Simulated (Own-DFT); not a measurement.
# What a defect does to the pressure of its cell: C40 NbSi2

No measurement is shown. These are fixed-geometry runs of a retired plane-wave code named Own-DFT, which no person has reviewed; spin and spin-orbit coupling are neglected.

Method: PBEsol; PseudoDojo norm-conserving scalar-relativistic files, made for PBE; cutoff 42 hartree; 4 x 4 x 5 k mesh centred on Gamma; cold (Marzari-Vanderbilt) smearing of 0.2 eV.

Caveats: forces on such cells failed a check on a denser k mesh; stress not checked against mesh or cutoff.

All runs share one cell, with vectors in Å (0.000, 8.324, 0.000); (-9.613, 0.000, 0.000); (0.000, 0.000, 6.586) and a volume of 527.0 Å³. u is the rms random offset of the atoms per axis. The defect's site can differ from row to row.

| cell | formula | u (Å) | P (GPa) |
|---|---|---|---|
| no defect | Nb12Si24 | 0.0167 | -2.21 |
| no defect | Nb12Si24 | 0.0434 | -1.42 |
| no defect | Nb12Si24 | 0.0536 | -0.86 |
| one Si vacancy | Nb12Si23 | 0.0289 | -2.50 |
| one Si vacancy | Nb12Si23 | 0.0334 | ? |
| one Si vacancy | Nb12Si23 | 0.0469 | -1.95 |
| one Si vacancy | Nb12Si23 | 0.0484 | -1.57 |
| two Si on a Nb site each | Nb10Si26 | 0.0289 | -1.93 |
| two Si on a Nb site each | Nb10Si26 | 0.0294 | -1.57 |
| two Si on a Nb site each | Nb10Si26 | 0.0460 | -1.21 |
| two Nb on a Si site each | Nb14Si22 | 0.0283 | 3.41 |
| two Nb on a Si site each | Nb14Si22 | 0.0478 | 3.94 |
| two Nb on a Si site each | Nb14Si22 | 0.0492 | 4.13 |

## What the rows give

P = P0 + c u² + a shift for each defect gives P0 = -2.31 GPa, c = 485 ± 51 GPa/Å² and a scatter of 0.14 GPa. The shifts, and each times the cell's volume:

- two Nb on a Si site each: 5.25 ± 0.11 GPa, 17.3 eV (8.6 eV for each of its 2 sites)
- two Si on a Nb site each: 0.12 ± 0.12 GPa, 0.4 eV (0.2 eV for each of its 2 sites) (not resolved)
- one Si vacancy: -0.57 ± 0.11 GPa, -1.9 eV

Against the defect-free cell, a freed cell would be larger where the shift is positive and smaller where it is negative (160.2 GPa Å³ is 1 eV). The atoms around the defects weren't relaxed, which would change these numbers.

## Prediction

Question: what pressure belongs in the blank (one Si vacancy, u = 0.0334 Å)?

The fit gives -2.33 ± 0.16 GPa. DFT gave -2.43 GPa.
